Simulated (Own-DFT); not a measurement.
# Strain and stress in zincblende InP, 64 atoms (In32P32)

All numbers below are calculated, not measured. The program, named Own-DFT, is a retired in-house plane-wave density functional code that no person has reviewed. Each row is one single-point run on a periodic cell that was not relaxed, without spin or spin-orbit coupling.

Settings of every run: PBE; PseudoDojo norm-conserving scalar-relativistic files; cutoff 36 hartree; 3 x 3 x 3 k mesh centred on Gamma; Fermi-Dirac smearing of 0.1 eV.

Known limits: forces on such cells moved up to 12 meV/angstrom on a denser k mesh; stress not checked against mesh or cutoff.

Unstrained cell vectors in Å: (11.737, 0.000, 0.000); (0.000, 11.737, 0.000); (0.000, 0.000, 11.737). The unstrained cell has measured lattice constants (interpolated for alloys), not those of this functional. That, the random moves and any unrelaxed bonds set the pressure at no strain. Each run strains this cell uniformly, with the atoms carried along. Every atom was also moved at random, by a Gaussian of width 0.05 Å on each axis. Strain is the symmetric tensor, in per cent. Stress is positive in tension, and the pressure is minus a third of its trace.

| run | e_xx (%) | e_yy (%) | e_zz (%) | e_yz (%) | e_xz (%) | e_xy (%) | s_xx (GPa) | s_yy (GPa) | s_zz (GPa) | s_yz (GPa) | s_xz (GPa) | s_xy (GPa) | P (GPa) | E (meV/atom) |
|---|---|---|---|---|---|---|---|---|---|---|---|---|---|---|
| 1 | 1.89 | 0.65 | 1.67 | -1.91 | 0.61 | -0.11 | -0.61 | -1.12 | -0.71 | -2.52 | 0.93 | 0.16 | 0.81 | 0.0 |
| 2 | 0.27 | 0.45 | 0.88 | -0.24 | 1.33 | 1.77 | -2.56 | -2.48 | -2.33 | -0.22 | 1.69 | 1.88 | 2.46 | 5.2 |
| 3 | 1.67 | -1.98 | 0.44 | 1.84 | 1.35 | -1.65 | -3.14 | -4.39 | -3.63 | 2.71 | 1.83 | -1.62 | 3.72 | 29.1 |
| 4 | -0.02 | -1.95 | 1.90 | -1.26 | 1.68 | -1.07 | -4.05 | -4.56 | -3.10 | -1.96 | 2.58 | -1.17 | 3.90 | 27.1 |
| 5 | -0.94 | -1.60 | -0.61 | 1.31 | 1.54 | 1.79 | -6.35 | -6.70 | -6.34 | 2.77 | 1.31 | 2.92 | 6.46 | 54.0 |
| 6 | -0.37 | 0.01 | 1.16 | -1.18 | 0.30 | -1.62 | -3.38 | -3.28 | -2.85 | -1.86 | -0.01 | -2.33 | 3.17 | 16.9 |
| 7 | -1.28 | 1.57 | -1.69 | 0.86 | 0.34 | -0.36 | -5.03 | -3.79 | -5.18 | 1.14 | 0.33 | -0.60 | 4.67 | 22.1 |
| 8 | 0.27 | 1.15 | -0.24 | 0.13 | -1.66 | -0.31 | -3.01 | -2.58 | -3.19 | -0.34 | -3.11 | -0.72 | 2.93 | 14.6 |
| 9 | 0.53 | -1.02 | 0.14 | 0.64 | 1.50 | 1.88 | -3.92 | -4.55 | -4.03 | 0.57 | 2.52 | 2.86 | 4.16 | 29.5 |
| 10 | 0.99 | -1.74 | -1.01 | -0.53 | -0.20 | 1.28 | -4.40 | -5.40 | -5.26 | -0.90 | -0.59 | 2.05 | 5.02 | 28.9 |
| 11 | 0.96 | 1.97 | 1.84 | 0.85 | -1.05 | 0.36 | -0.75 | -0.35 | -0.33 | 1.12 | -0.81 | 0.51 | 0.48 | 1.4 |
| 12 | 0.50 | 1.44 | 0.72 | -0.41 | 1.88 | 0.71 | -2.20 | -1.78 | -2.11 | -0.75 | 2.99 | 0.97 | 2.03 | 14.7 |
| 13 | -0.27 | 1.21 | -0.62 | -1.71 | -1.86 | 0.96 | -3.73 | -3.19 | -3.90 | -2.37 | -2.61 | 1.03 | 3.60 | 25.5 |
| 14 | -0.80 | 1.86 | -1.76 | -1.17 | 0.02 | 1.82 | -4.53 | -3.48 | -4.91 | -2.02 | 0.00 | 2.31 | 4.31 | 28.9 |
| 15 | 0.29 | 0.77 | 0.15 | -1.27 | -0.27 | 1.98 | ? | ? | ? | ? | ? | ? | ? | ? |

E is the free energy for each atom above the lowest run shown.

## Worked fit

Each stress component was fitted by least squares to a constant and the strains of the runs shown, as fractions, with shears doubled. Shear strains stay in the fit of a normal stress only where such slopes are resolved. The slopes, in GPa:

```
stress  at no strain  per e_xx  per e_yy  per e_zz  scatter
  s_xx          -3.9   101 ± 5    62 ± 3    56 ± 4     0.14
  s_yy          -3.8    63 ± 7    99 ± 3    56 ± 5     0.18
  s_zz          -3.9    60 ± 5    62 ± 3    99 ± 4     0.15
```

Each shear stress against twice its own strain: yz 74 ± 5, xz 75 ± 7, xy 66 ± 3 GPa. These are stiffnesses along x, y and z of the frame in which the cell vectors are given, which need not be the crystal's axes. The atoms are held to the strained lattice; where symmetry lets them move under strain, relaxing them would lower some slopes. The table should be nearly symmetric about its diagonal, and what it lacks of that shows the noise. A ninth of its sum, 73 ± 2 GPa, estimates the bulk modulus near the mean pressure of these runs, 3.4 GPa, so it lies above the value at zero pressure.

## Withheld run

Question: what normal stresses and pressure should run 15 give?

The fit gives s_xx = -3.0, s_yy = -2.8, s_zz = -3.1 and P = 2.9 GPa. The calculation gave -3.21, -2.92, -3.02 and P = 3.05 GPa.
